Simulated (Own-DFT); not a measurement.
# Misfit strain and the stress it brings: diamond-structure GeSn with randomly placed atoms, 64 atoms (Ge52Sn12)

The numbers are computed, not measured, by runs of the plane-wave DFT program Own-DFT (in-house, retired, unreviewed) at fixed positions, with no spin and no spin-orbit coupling.

Method: PBE; PseudoDojo norm-conserving scalar-relativistic files; cutoff 49 hartree; 3 x 3 x 3 k mesh centred on Gamma; Fermi-Dirac smearing of 0.1 eV.

Caveats: forces on such cells moved up to 12 meV/angstrom on a denser k mesh; stress not checked against mesh or cutoff.

Unstrained cell vectors in Å: (11.628, 0.000, 0.000); (0.000, 11.628, 0.000); (0.000, 0.000, 11.628). The unstrained cell has measured lattice constants (interpolated for alloys), not those of this functional. That, the random moves and any unrelaxed bonds set the pressure at no strain. Each run strains x and y alike by e, as a substrate would, and holds the height along z. Each atom got a random Gaussian move of width 0.05 Å along each axis. The random placing of the alloy's atoms differs from row to row. Stress is positive in tension.

| e (%) | u (Å) | (s_xx + s_yy)/2 (GPa) | s_zz (GPa) |
|---|---|---|---|
| -2.50 | 0.051 | -10.14 | -8.74 |
| -2.25 | 0.049 | -9.51 | -8.25 |
| -1.50 | 0.055 | -8.40 | -7.56 |
| -0.50 | 0.050 | -6.26 | -5.96 |
| 0.25 | 0.049 | -5.13 | -5.25 |
| 0.50 | 0.049 | -4.49 | -4.78 |
| 1.00 | 0.047 | ? | ? |
| 1.25 | 0.052 | -3.54 | -4.26 |
| 2.00 | 0.050 | -2.42 | -3.38 |
| 2.75 | 0.052 | -1.57 | -2.84 |

## Analysis

With e as a fraction, the in-plane stress is -5.5 + 167 e - 851 e² GPa (errors 3 and 180, scatter 0.14), and s_zz is -5.5 + 114 e - 643 e² GPa (slope ± 3, scatter 0.14). At e = 0 the first slope is C11 + C12 and the second 2 C12, both with the ions held to the strained lattice and at the cell's own pressure. The term in e² is negative: the layer stiffens under compression and softens under tension. A free layer would change its height as e changes, and the in-plane slope would drop by 2 C12²/C11 to the biaxial modulus. At fixed height, a misfit of 1 % moves the in-plane stress by about 1.7 GPa and s_zz by 1.1 GPa.

## The run left out

Asked: what are the two stresses at e = 1.00 %?

Estimate: -3.9 and -4.4 GPa. The hidden result is -3.73 and -4.26 GPa.
